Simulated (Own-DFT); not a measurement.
Simulation results for SiC (twinned 3C silicon carbide, atoms displaced), GaN (wurtzite, strained, atoms displaced)

All values are calculated (Own-DFT development build). A calculation, not a measurement: plane-wave PBE density functional theory by an unreviewed code, no spin, of a simulated periodic cell, stress positive in tension, free energy of the whole cell less one offset for each atom, forces on such cells passed a denser k mesh, this cell's mesh not checked; offsets are fitted by least squares, one for each functional and potential file, so energies compare only between cells with the same atoms and settings and are not formation energies; the far tail of each file's local potential was reset to the Coulomb form; each entry is a single point on an unrelaxed cell, so the pressure reflects the starting lattice, mostly measured values (interpolated for alloys), from which strain is counted, and rises with the displacements; printed positions are rounded, which can move forces by about a meV/angstrom; the program, named Own-DFT, is a retired in-house code; no spin-orbit coupling.

Common to all runs: functional PBE.

(1) SiC (twinned 3C silicon carbide, atoms displaced)

```cif
# cell vector a (Å): 4.3596 -4.3596 0.0000
# cell vector b (Å): 0.0000 4.3596 -4.3596
# cell vector c (Å): 8.7192 8.7192 8.7192
data_SiC
_symmetry_space_group_name_H-M 'P 1'
_symmetry_Int_Tables_number 1
_cell_length_a 6.1654
_cell_length_b 6.1654
_cell_length_c 15.1021
_cell_angle_alpha 90.000
_cell_angle_beta 90.000
_cell_angle_gamma 120.000
_cell_volume 497.15
loop_
_atom_site_label
_atom_site_type_symbol
_atom_site_fract_x
_atom_site_fract_y
_atom_site_fract_z
_atom_site_occupancy
Si1 Si 0.98512 0.00518 0.44514 1
C1 C 0.98944 0.98762 0.06367 1
Si2 Si 0.17363 0.33742 0.10416 1
C2 C 0.16935 0.33870 0.22610 1
Si3 Si 0.33834 0.17733 0.26697 1
C3 C 0.35278 0.17341 0.39396 1
Si4 Si 0.98702 0.49155 0.43726 1
C4 C 0.98751 0.48939 0.07009 1
Si5 Si 0.16993 0.82502 0.10673 1
C5 C 0.16481 0.82941 0.23063 1
Si6 Si 0.33425 0.65887 0.27244 1
C6 C 0.31960 0.66005 0.39363 1
Si7 Si 0.49736 0.00468 0.43467 1
C7 C 0.47874 0.00512 0.07364 1
Si8 Si 0.66238 0.33521 0.10729 1
C8 C 0.65738 0.32209 0.22707 1
Si9 Si 0.84262 0.15942 0.27033 1
C9 C 0.84288 0.18324 0.39475 1
Si10 Si 0.48977 0.48287 0.43155 1
C10 C 0.49548 0.48800 0.06647 1
Si11 Si 0.66690 0.82812 0.10488 1
C11 C 0.64812 0.82679 0.22783 1
Si12 Si 0.82975 0.68697 0.26580 1
C12 C 0.82381 0.66288 0.39519 1
Si13 Si 0.01779 0.01063 0.93374 1
C13 C 0.99268 0.98891 0.55776 1
Si14 Si 0.81775 0.66310 0.61178 1
C14 C 0.82010 0.66297 0.72605 1
Si15 Si 0.68088 0.82777 0.77761 1
C15 C 0.63867 0.84073 0.90020 1
Si16 Si 0.00028 0.49578 0.93760 1
C16 C 0.00722 0.49340 0.56172 1
Si17 Si 0.83953 0.16316 0.60104 1
C17 C 0.85663 0.17420 0.73092 1
Si18 Si 0.65501 0.33693 0.77080 1
C18 C 0.65447 0.33062 0.89764 1
Si19 Si 0.50179 0.99855 0.93355 1
C19 C 0.48998 0.99444 0.56148 1
Si20 Si 0.33385 0.67128 0.60087 1
C20 C 0.33719 0.68006 0.72766 1
Si21 Si 0.13877 0.82729 0.77104 1
C21 C 0.17482 0.83161 0.89425 1
Si22 Si 0.49136 0.50541 0.93900 1
C22 C 0.49329 0.48849 0.56539 1
Si23 Si 0.33836 0.17151 0.60273 1
C23 C 0.32595 0.18902 0.72644 1
Si24 Si 0.16622 0.31228 0.76621 1
C24 C 0.16023 0.32904 0.89867 1
```

Settings of this run: potential files PseudoDojo norm-conserving, scalar-relativistic, standard set, wave cutoff 42 hartree, occupations Fermi-Dirac, smearing width 0.1 eV and k mesh 5 x 5 x 2 centred on Gamma.

It finds free energy of cell above offsets -1.416 eV; pressure 6.9 GPa; stress xx -5.87 GPa; stress yy -8.8 GPa; stress zz -6.04 GPa; stress yz -0.45 GPa; stress xz 0.51 GPa; stress xy 0.58 GPa.

Force:
```tsv
element	x (eV/Å)	y (eV/Å)	z (eV/Å)
Si	-2.105	-4.78	-1.986
C	0.842	-0.598	-1.178
Si	-1.789	0.083	1.401
C	0.303	-0.055	1.237
Si	-0.084	-0.425	1.957
C	-3.323	0.968	1.028
Si	1.096	1.18	-2.217
C	-0.161	-2.061	-2.019
Si	-1.916	2.316	0.83
C	0.014	0.596	-0.446
Si	-1.541	1.779	-0.599
C	1.466	-0.046	0.372
Si	0.404	-1.139	1.145
C	0.571	-5.223	-1.912
Si	-0.122	-0.643	0.929
C	2.379	0.632	-0.825
Si	-1.298	1.689	-1.148
C	-1.487	-1.145	2.317
Si	2.185	2.377	-1.312
C	-0.465	0.325	-2.495
Si	-1.329	1.108	-0.721
C	1.68	-0.471	-0.956
Si	1.288	-1.569	3.331
C	0.264	0.532	-1.165
Si	-0.426	1.788	3.324
C	3.062	2.442	2.538
Si	-2.259	-4.215	-2.634
C	2.338	1.199	2.155
Si	-3.422	3.005	-2.189
C	2.831	-7.211	1.136
Si	-0.236	1.553	0.578
C	-0.937	1.842	0.004
Si	-0.003	1.276	0.596
C	-3.838	1.311	1.089
Si	0.801	-1.696	1.284
C	0.334	-0.286	-1.63
Si	0.211	6.193	-0.056
C	1.175	-0.442	-1.167
Si	0.66	0.078	1.65
C	0.084	0.071	0.901
Si	2.612	-2.988	-1.047
C	-1.712	1.171	0.207
Si	0.716	-0.137	0.919
C	-0.247	-0.054	-2.221
Si	-1.338	-0.064	1.04
C	1.43	-6.508	3.043
Si	1.438	7.343	-3.446
C	-0.145	-1.102	-1.642
```

(2) SiC (twinned 3C silicon carbide, atoms displaced)

```cif
# cell vector a (Å): 4.3596 -4.3596 0.0000
# cell vector b (Å): 0.0000 4.3596 -4.3596
# cell vector c (Å): 8.7192 8.7192 8.7192
data_SiC
_symmetry_space_group_name_H-M 'P 1'
_symmetry_Int_Tables_number 1
_cell_length_a 6.1654
_cell_length_b 6.1654
_cell_length_c 15.1021
_cell_angle_alpha 90.000
_cell_angle_beta 90.000
_cell_angle_gamma 120.000
_cell_volume 497.15
loop_
_atom_site_label
_atom_site_type_symbol
_atom_site_fract_x
_atom_site_fract_y
_atom_site_fract_z
_atom_site_occupancy
Si1 Si 0.99838 0.00593 0.43967 1
C1 C 0.98699 0.98150 0.06850 1
Si2 Si 0.16534 0.34067 0.10662 1
C2 C 0.15255 0.32595 0.22827 1
Si3 Si 0.32244 0.16804 0.26461 1
C3 C 0.34246 0.17314 0.39466 1
Si4 Si 0.00482 0.49460 0.44047 1
C4 C 0.99436 0.48069 0.06329 1
Si5 Si 0.17859 0.82618 0.10275 1
C5 C 0.16969 0.83987 0.23174 1
Si6 Si 0.35749 0.67034 0.27582 1
C6 C 0.32732 0.64832 0.39323 1
Si7 Si 0.49716 0.99518 0.43745 1
C7 C 0.50988 0.00648 0.05945 1
Si8 Si 0.67850 0.33893 0.10151 1
C8 C 0.68904 0.34512 0.23435 1
Si9 Si 0.81375 0.15512 0.27151 1
C9 C 0.83730 0.16410 0.38963 1
Si10 Si 0.49440 0.48189 0.43834 1
C10 C 0.49455 0.48802 0.06238 1
Si11 Si 0.65541 0.82243 0.10678 1
C11 C 0.66572 0.82719 0.22141 1
Si12 Si 0.82599 0.67099 0.27716 1
C12 C 0.83807 0.67886 0.39018 1
Si13 Si 0.00004 0.00017 0.93293 1
C13 C 0.01467 0.02561 0.55924 1
Si14 Si 0.83583 0.66195 0.60998 1
C14 C 0.82908 0.67404 0.73270 1
Si15 Si 0.67059 0.84533 0.77216 1
C15 C 0.64973 0.81673 0.89582 1
Si16 Si 0.99923 0.48852 0.94144 1
C16 C 0.00070 0.50028 0.55978 1
Si17 Si 0.81614 0.14491 0.60652 1
C17 C 0.82755 0.17036 0.73430 1
Si18 Si 0.66017 0.33495 0.77262 1
C18 C 0.66449 0.33769 0.89929 1
Si19 Si 0.50235 0.01598 0.93819 1
C19 C 0.50383 0.99461 0.55950 1
Si20 Si 0.31647 0.67046 0.61145 1
C20 C 0.34664 0.66635 0.72147 1
Si21 Si 0.17679 0.82498 0.77050 1
C21 C 0.17749 0.82859 0.89439 1
Si22 Si 0.49180 0.48687 0.93863 1
C22 C 0.51587 0.49165 0.55785 1
Si23 Si 0.35506 0.17639 0.60075 1
C23 C 0.34639 0.17171 0.72848 1
Si24 Si 0.18115 0.32933 0.76780 1
C24 C 0.14530 0.31790 0.89748 1
```

It was run with potential files PseudoDojo norm-conserving, scalar-relativistic, standard set, wave cutoff 42 hartree, occupations Fermi-Dirac, smearing width 0.1 eV and k mesh 5 x 5 x 2 centred on Gamma.

The calculation gives: free energy of cell above offsets -2.878 eV; pressure 5.68 GPa; stress xx -5.86 GPa; stress yy -5.68 GPa; stress zz -5.52 GPa; stress yz -1.64 GPa; stress xz -2.99 GPa; stress xy -1.97 GPa.

Force:
```tsv
element	x (eV/Å)	y (eV/Å)	z (eV/Å)
Si	-0.665	-2.025	-0.865
C	0.117	-1.338	-2.062
Si	-0.146	-2.291	2.527
C	1.155	0.621	-0.668
Si	2.138	-0.36	0.444
C	-1.615	-0.691	1.553
Si	-2.449	-0.633	-2.056
C	0.818	0.292	-2.568
Si	-0.393	2.352	0.121
C	-0.225	-1.648	0.707
Si	-4.353	0.522	-0.584
C	2.402	1.607	0.395
Si	-0.777	-1.441	-0.717
C	0.165	0.597	1.242
Si	-0.067	2.049	2.193
C	-3.681	0.785	-0.834
Si	0.892	-1.971	-1.427
C	0.92	2.319	1.893
Si	0.956	0.018	-2.719
C	0.191	0.709	-0.334
Si	-1.148	-2.484	-2.217
C	2.324	2.731	2.15
Si	-0.807	-3.984	-2.508
C	2.544	2.394	3.594
Si	-0.155	0.39	3.674
C	0.978	0.267	3.145
Si	-1.304	-0.622	-2.255
C	0.891	-1.402	0.17
Si	0.065	-0.109	1.28
C	0.618	0.252	-1.282
Si	-0.579	0.601	-1.604
C	1.041	1.513	1.993
Si	1.815	-0.106	-2.058
C	0.197	-1.37	-1.247
Si	1.787	0.013	-0.413
C	-0.234	-1.154	-0.849
Si	-0.245	-2.031	1.832
C	-0.277	1.056	1.322
Si	-2.598	-5.569	-2.951
C	2.386	3.31	3.274
Si	-0.483	1.101	-0.385
C	-0.682	0.935	0.223
Si	-0.223	1.51	-0.641
C	1.09	2.87	-0.131
Si	-1.218	0.864	0.676
C	-1.36	-0.677	1.003
Si	-0.887	2.17	0.289
C	1.078	-1.944	-2.325
```

(3) GaN (wurtzite, strained, atoms displaced)

```cif
# cell vector a (Å): 12.7560 0.0000 0.0000
# cell vector b (Å): -4.7835 8.2853 0.0000
# cell vector c (Å): 0.0000 0.0000 10.5256
data_GaN
_symmetry_space_group_name_H-M 'P 1'
_symmetry_Int_Tables_number 1
_cell_length_a 12.7560
_cell_length_b 9.5670
_cell_length_c 10.5256
_cell_angle_alpha 90.000
_cell_angle_beta 90.000
_cell_angle_gamma 120.000
_cell_volume 1112.42
loop_
_atom_site_label
_atom_site_type_symbol
_atom_site_fract_x
_atom_site_fract_y
_atom_site_fract_z
_atom_site_occupancy
Ga1 Ga 0.08302 0.21340 0.00552 1
Ga2 Ga 0.16927 0.10538 0.25070 1
N1 N 0.07861 0.21982 0.19016 1
N2 N 0.16047 0.10853 0.43364 1
Ga3 Ga 0.07954 0.21201 0.50713 1
Ga4 Ga 0.16311 0.11146 0.74712 1
N3 N 0.08169 0.21192 0.69965 1
N4 N 0.16834 0.11146 0.93297 1
Ga5 Ga 0.08163 0.54634 0.99977 1
Ga6 Ga 0.16796 0.44157 0.25757 1
N5 N 0.08584 0.55798 0.18008 1
N6 N 0.17170 0.44315 0.43282 1
Ga7 Ga 0.08374 0.55647 0.49831 1
Ga8 Ga 0.16639 0.45129 0.75724 1
N7 N 0.09050 0.55282 0.68729 1
N8 N 0.17044 0.44169 0.93331 1
Ga9 Ga 0.07997 0.88435 0.99610 1
Ga10 Ga 0.17486 0.78210 0.24173 1
N9 N 0.07906 0.88294 0.19238 1
N10 N 0.15800 0.77821 0.43416 1
Ga11 Ga 0.08292 0.89597 0.50031 1
Ga12 Ga 0.16588 0.77143 0.75285 1
N11 N 0.08906 0.88582 0.69179 1
N12 N 0.16767 0.77886 0.93502 1
Ga13 Ga 0.34005 0.22503 0.00572 1
Ga14 Ga 0.42404 0.11230 0.24453 1
N13 N 0.33225 0.21736 0.18645 1
N14 N 0.42169 0.10691 0.43615 1
Ga15 Ga 0.33314 0.21635 0.49768 1
Ga16 Ga 0.41625 0.10585 0.74784 1
N15 N 0.34028 0.22362 0.69751 1
N16 N 0.41345 0.10836 0.94292 1
Ga17 Ga 0.33271 0.55885 0.00491 1
Ga18 Ga 0.41611 0.44502 0.24617 1
N17 N 0.34118 0.55854 0.19520 1
N18 N 0.41823 0.44322 0.42762 1
Ga19 Ga 0.32825 0.55554 0.50257 1
Ga20 Ga 0.42070 0.44211 0.75585 1
N19 N 0.33977 0.56105 0.68236 1
N20 N 0.41165 0.43985 0.93548 1
Ga21 Ga 0.32900 0.88983 0.00044 1
Ga22 Ga 0.40904 0.76779 0.24620 1
N21 N 0.33470 0.89089 0.19358 1
N22 N 0.41763 0.77659 0.43334 1
Ga23 Ga 0.33612 0.89123 0.49963 1
Ga24 Ga 0.43123 0.78859 0.74382 1
N23 N 0.33040 0.88591 0.68377 1
N24 N 0.41729 0.77466 0.94088 1
Ga25 Ga 0.58348 0.21990 0.99474 1
Ga26 Ga 0.67152 0.11524 0.24900 1
N25 N 0.58337 0.21869 0.19627 1
N26 N 0.66846 0.11057 0.43798 1
Ga27 Ga 0.58336 0.21352 0.49928 1
Ga28 Ga 0.67466 0.10656 0.74731 1
N27 N 0.58456 0.22647 0.68255 1
N28 N 0.66517 0.10705 0.93564 1
Ga29 Ga 0.58425 0.56284 0.99465 1
Ga30 Ga 0.66946 0.44149 0.25211 1
N29 N 0.57724 0.54737 0.18654 1
N30 N 0.66015 0.43820 0.44483 1
Ga31 Ga 0.57941 0.55094 0.50286 1
Ga32 Ga 0.65915 0.43442 0.75716 1
N31 N 0.57446 0.54085 0.69549 1
N32 N 0.67043 0.44642 0.94077 1
Ga33 Ga 0.57981 0.88843 0.99897 1
Ga34 Ga 0.66377 0.77528 0.25182 1
N33 N 0.58778 0.88853 0.19824 1
N34 N 0.66599 0.78119 0.44275 1
Ga35 Ga 0.59047 0.89436 0.50344 1
Ga36 Ga 0.66150 0.78125 0.74729 1
N35 N 0.58871 0.88941 0.68527 1
N36 N 0.66642 0.76829 0.94157 1
Ga37 Ga 0.82853 0.21881 0.99844 1
Ga38 Ga 0.91907 0.11668 0.24982 1
N37 N 0.83354 0.22230 0.19000 1
N38 N 0.91410 0.10607 0.44626 1
Ga39 Ga 0.82805 0.21431 0.50471 1
Ga40 Ga 0.91387 0.10761 0.75217 1
N39 N 0.82838 0.21883 0.68809 1
N40 N 0.91542 0.10901 0.94105 1
Ga41 Ga 0.83382 0.54705 0.00147 1
Ga42 Ga 0.91566 0.43798 0.25725 1
N41 N 0.83319 0.56334 0.18693 1
N42 N 0.91615 0.44964 0.43366 1
Ga43 Ga 0.83496 0.55443 0.48750 1
Ga44 Ga 0.91459 0.43810 0.75333 1
N43 N 0.82999 0.55640 0.68550 1
N44 N 0.90693 0.42976 0.94357 1
Ga45 Ga 0.83692 0.89425 0.00453 1
Ga46 Ga 0.92162 0.77913 0.24976 1
N45 N 0.83830 0.89133 0.19308 1
N46 N 0.91104 0.77641 0.43695 1
Ga47 Ga 0.83399 0.89467 0.50252 1
Ga48 Ga 0.91960 0.78032 0.75867 1
N47 N 0.83473 0.88723 0.68204 1
N48 N 0.91339 0.76946 0.93176 1
```

Settings of this run: potential files PseudoDojo norm-conserving, scalar-relativistic, standard set with the stringent files for Ga, wave cutoff 96 hartree, occupations Gaussian, smearing width 0.01 eV and k mesh 3 x 4 x 3 centred on Gamma.

The calculation gives: free energy of cell above offsets -5.254 eV; pressure 4.2 GPa; stress xx -5.48 GPa; stress yy -5.75 GPa; stress zz -1.37 GPa; stress yz 0.48 GPa; stress xz 0.24 GPa; stress xy 0.01 GPa.

Force:
```tsv
element	x (eV/Å)	y (eV/Å)	z (eV/Å)
Ga	0.104	0.656	-0.747
Ga	-0.917	0.15	-0.493
N	1.561	0.541	-0.094
N	1.052	0.611	0.706
Ga	-0.243	1.2	-0.001
Ga	2.785	-0.79	1.057
N	-1.823	1.987	-1.824
N	0.083	-0.441	1.25
Ga	-0.082	0.297	-0.404
Ga	-0.189	0.229	-1.944
N	0.216	-0.604	1.387
N	-1.744	-0.789	1.812
Ga	0.198	0.278	-0.157
Ga	2.444	-1.041	-1.246
N	-2.216	-0.144	-0.35
N	-0.778	-0.159	1.84
Ga	0.033	0.608	0.402
Ga	-2.044	-1.055	1.422
N	1.566	0.939	-1.624
N	1.53	0.015	0.006
Ga	-0.151	-1.756	0.401
Ga	0.295	0.542	-0.692
N	-1.152	0.341	-0.662
N	-0.257	-1.099	0.707
Ga	-1.45	-0.223	-1.061
Ga	-1.417	-0.233	1.369
N	0.2	0.174	0.589
N	-1.222	0.22	-0.362
Ga	0.262	0.868	0.361
Ga	0.182	0.131	0.304
N	-1.505	-0.681	-1.705
N	1.09	0.105	-0.776
Ga	0.625	-0.846	-0.28
Ga	1.052	-0.942	0.644
N	-2.072	-1.367	-1.888
N	-0.73	-0.5	1.688
Ga	1.864	0.354	-0.655
Ga	-2.257	-0.397	-0.511
N	-0.337	-0.352	1.408
N	0.367	0.778	1.37
Ga	0.964	-0.37	0.196
Ga	1.32	2.275	1.375
N	0.82	0.092	-1.672
N	-0.107	0.282	0.834
Ga	-0.495	-1.067	-0.673
Ga	-2.721	-1.771	0.737
N	1.115	0.001	0.758
N	-0.73	0.748	-0.772
Ga	-0.347	0.344	0.89
Ga	-0.377	-1.201	0.578
N	1.164	0.734	-1.871
N	0.134	0.035	-0.075
Ga	-0.454	1.151	0.165
Ga	-2.955	0.54	0.767
N	0.751	-1.952	1.127
N	-0.049	-0.144	-0.231
Ga	0.098	-2.636	1.446
Ga	-1.234	0.623	0.262
N	1.206	0.839	-0.349
N	1.011	0.287	-1.192
Ga	-0.052	0.227	0.108
Ga	1.15	1.36	-0.998
N	1.329	2.446	-1.094
N	-0.744	-0.876	0.099
Ga	1.162	-0.463	1.342
Ga	1.15	-0.595	0.336
N	-1.522	0.423	-1.738
N	0.658	-0.832	-0.231
Ga	-1.256	-1.014	-1.694
Ga	3.129	-2.116	0.888
N	-0.537	1.195	-0.148
N	-0.607	3.234	-1.299
Ga	0.738	-1.104	1.072
Ga	-0.337	-1.254	0.895
N	0.13	0.207	-0.568
N	-0.129	1.812	-1.187
Ga	0.559	1.18	-0.729
Ga	0.358	-0.4	0.087
N	2.065	0.734	-0.114
N	-0.194	0.424	-0.406
Ga	-0.886	1.068	0.31
Ga	-0.027	1.39	-1.982
N	0.929	-1.412	0.206
N	1.403	-1.629	1.169
Ga	-1.781	0.555	2.183
Ga	-0.837	1.282	-0.641
N	0.881	-0.423	0.361
N	1.448	1.498	-1.23
Ga	-0.085	-1.417	0.194
Ga	-1.347	-0.211	0.908
N	-0.756	-0.004	-0.5
N	0.589	0.622	-0.013
Ga	0.227	-2.089	-0.563
Ga	-0.179	-0.834	-2.87
N	-0.651	0.119	1.831
N	-0.009	0.478	2.466
```
